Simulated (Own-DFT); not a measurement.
# Stretching a layer in its plane: wurtzite AlGaN with randomly placed atoms, 72 atoms (Al27Ga9N36)

Calculated, not measured: single-point runs of Own-DFT, a retired in-house plane-wave DFT program that no person has reviewed, on unrelaxed cells, without spin or spin-orbit coupling.

Common settings: PBE; PseudoDojo norm-conserving scalar-relativistic files (stringent for Ga); cutoff 96 hartree; 4 x 4 x 3 k mesh centred on Gamma; Gaussian smearing of 0.01 eV.

Known weak points: forces on such cells passed a denser k mesh, each cell not checked; stress not checked against mesh or cutoff.

Unstrained cell vectors in Å: (9.394, 0.000, 0.000); (-4.697, 8.135, 0.000); (0.000, 0.000, 10.066). The unstrained cell has measured lattice constants (interpolated for alloys), not those of this functional. That, the random moves and any unrelaxed bonds set the pressure at no strain. Each run strains x and y alike by e, as a substrate would, and holds the height along z. Each coordinate of each atom was shifted by a normal deviate of width 0.05 Å. The random placing of the alloy's atoms differs from row to row. Stress is positive in tension.

```
e (%),u (Å),(s_xx + s_yy)/2 (GPa),s_zz (GPa)
-2.75,0.052,-24.20,-11.66
-2.50,0.052,-23.34,-10.27
-1.00,0.047,-11.54,-8.85
-0.25,0.044,-7.22,-6.35
0.25,0.047,-5.18,-4.23
0.75,0.046,-1.64,-5.83
1.00,0.047,?,?
2.00,0.048,4.54,-3.79
2.25,0.055,4.98,-5.22
2.75,0.054,6.83,-2.05
```

## Worked fit

With e as a fraction, the in-plane stress is -5.9 + 575 e - 3916 e² GPa (errors 9 and 582, scatter 0.53), and s_zz is -6.7 + 149 e GPa (slope ± 21, scatter 1.20). At e = 0 the first slope is C11 + C12 and the second 2 C13, both with the ions held to the strained lattice and at the cell's own pressure. The term in e² is negative: the layer stiffens under compression and softens under tension. A free layer would change its height as e changes, and the in-plane slope would drop by 2 C13²/C33 to the biaxial modulus. At fixed height, a misfit of 1 % moves the in-plane stress by about 5.8 GPa and s_zz by 1.5 GPa.

## Check

Question: what are the two stresses at e = 1.00 %?

The fit gives -0.5 and -5.2 GPa. Computed: -0.27 and -5.47 GPa.
